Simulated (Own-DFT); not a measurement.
# One cell, two functionals

These are calculations, not measurements. They come from Own-DFT, an in-house plane-wave density functional program, since retired, whose code no person has reviewed. Each row is one single-point run on a periodic cell that was not relaxed, without spin or spin-orbit coupling.

Known limits, some of them of some rows only: hafnium file: forces about 75 meV/angstrom off all-electron values; oxygen file: force components 24 meV/angstrom off all-electron in a glass; forces on such cells failed a check on a denser k mesh; forces on such cells moved up to 12 meV/angstrom on a denser k mesh; forces on such cells passed a denser k mesh, each cell not checked; stress not checked against mesh or cutoff.

Each cell was run twice at the same cutoff, k mesh and smearing, with PBE and with PBEsol, on PseudoDojo norm-conserving files made for PBE. Atoms were moved at random from their sites; u is the rms move along one axis. Files made for PBEsol would give a somewhat different change.

```
cell,atoms,volume (Å³/atom),u (Å),cutoff (hartree),P with PBE (GPa),P with PBEsol (GPa),change (GPa)
C40 NbSi2 with two Nb on a Si site each (Nb14Si22),36,14.64,0.048,42,8.10,4.05,-4.05
C40 NbSi2 with two Nb on a Si site each (Nb14Si22),36,14.64,0.049,42,8.64,4.58,-4.06
C40 NbSi2 with two Nb on a Si site each (Nb14Si22),36,14.64,0.034,42,7.71,3.67,-4.04
C49 TiSi2 (Si40Ti20),60,13.78,0.045,42,7.80,4.37,-3.44
C49 TiSi2 (Si40Ti20),60,14.84,0.052,42,-2.97,-6.12,-3.15
C49 TiSi2 (Si40Ti20),60,14.18,0.151,42,15.53,?,?
monoclinic HfO2 (Hf32O64),96,11.52,0.079,72,7.55,1.07,-6.48
monoclinic HfO2 (Hf32O64),96,11.52,0.047,72,5.43,-1.03,-6.46
monoclinic HfO2 (Hf32O64),96,11.52,0.050,72,5.56,-0.90,-6.46
wurtzite AlGaN with randomly placed atoms (Al9Ga27N36),72,11.17,0.082,42,10.83,5.87,-4.96
wurtzite AlGaN with randomly placed atoms (Al9Ga27N36),72,11.17,0.029,42,6.06,1.18,-4.88
wurtzite AlGaN with randomly placed atoms (Al9Ga27N36),72,10.78,0.052,42,15.29,10.11,-5.18
```

## Worked reading

Mean change of pressure by composition, in GPa: HfO2, -6.47; AlGa3N4, -5.01; Nb7Si11, -4.05; Si2Ti, -3.29. At a fixed cell PBEsol gives the lower pressure, because it favours a smaller volume than PBE. Here the change varies more between materials than between cells of one material.

## Withheld value

Question: what PBEsol pressure should the Si40Ti20 cell with the blank give?

Adding the mean change of the cells with its composition, -3.29 GPa, to 15.53 gives 12.2 GPa. The calculation gave 12.21 GPa.
